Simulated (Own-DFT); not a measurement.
# What a defect does to the pressure of its cell: C40 NbSi2

Calculated, not measured: single-point runs of Own-DFT, a retired in-house plane-wave DFT program that no person has reviewed, on unrelaxed cells, without spin or spin-orbit coupling.

Settings: PBE; PseudoDojo norm-conserving scalar-relativistic files; cutoff 42 hartree; 4 x 4 x 5 k mesh centred on Gamma; cold (Marzari-Vanderbilt) smearing of 0.2 eV.

Limits: forces on such cells failed a check on a denser k mesh; stress not checked against mesh or cutoff.

All runs share one cell, with vectors in Å (0.000, 8.324, 0.000); (-9.613, 0.000, 0.000); (0.000, 0.000, 6.586) and a volume of 527.0 Å³. u is the rms random offset of the atoms per axis. The defect's site can differ from row to row.

| cell | formula | u (Å) | P (GPa) |
|---|---|---|---|
| no defect | Nb12Si24 | 0.0179 | 1.45 |
| no defect | Nb12Si24 | 0.0498 | 2.64 |
| no defect | Nb12Si24 | 0.0528 | 2.58 |
| one Si vacancy | Nb12Si23 | 0.0309 | 1.08 |
| one Si vacancy | Nb12Si23 | 0.0310 | 1.14 |
| one Si vacancy | Nb12Si23 | 0.0496 | 1.90 |
| two Nb vacancies | Nb10Si24 | 0.0290 | 0.01 |
| two Nb vacancies | Nb10Si24 | 0.0301 | -0.06 |
| two Nb vacancies | Nb10Si24 | 0.0491 | 0.98 |
| two Si on a Nb site each | Nb10Si26 | 0.0322 | 1.67 |
| two Si on a Nb site each | Nb10Si26 | 0.0324 | ? |
| two Si on a Nb site each | Nb10Si26 | 0.0529 | 2.81 |
| two Si on a Nb site each | Nb10Si26 | 0.0566 | 2.88 |
| two Nb on a Si site each | Nb14Si22 | 0.0308 | 7.70 |
| two Nb on a Si site each | Nb14Si22 | 0.0454 | 7.94 |
| two Nb on a Si site each | Nb14Si22 | 0.0493 | 8.54 |

## Analysis

P = P0 + c u² + a shift for each defect gives P0 = 1.21 GPa, c = 543 ± 43 GPa/Å² and a scatter of 0.14 GPa. The shifts, and each times the cell's volume:

- two Nb on a Si site each: 5.87 ± 0.11 GPa, 19.3 eV (9.6 eV for each of its 2 sites)
- two Si on a Nb site each: -0.03 ± 0.11 GPa, -0.1 eV (-0.1 eV for each of its 2 sites) (not resolved)
- one Si vacancy: -0.63 ± 0.11 GPa, -2.1 eV
- two Nb vacancies: -1.65 ± 0.11 GPa, -5.4 eV (-2.7 eV for each of its 2 sites)

Against the defect-free cell, a freed cell would be larger where the shift is positive and smaller where it is negative (160.2 GPa Å³ is 1 eV). The atoms around the defects weren't relaxed, which would change these numbers.

## Prediction

Asked: what pressure belongs in the blank (two Si on a Nb site each, u = 0.0324 Å)?

Estimate: 1.75 ± 0.17 GPa. The hidden result is 1.86 GPa.
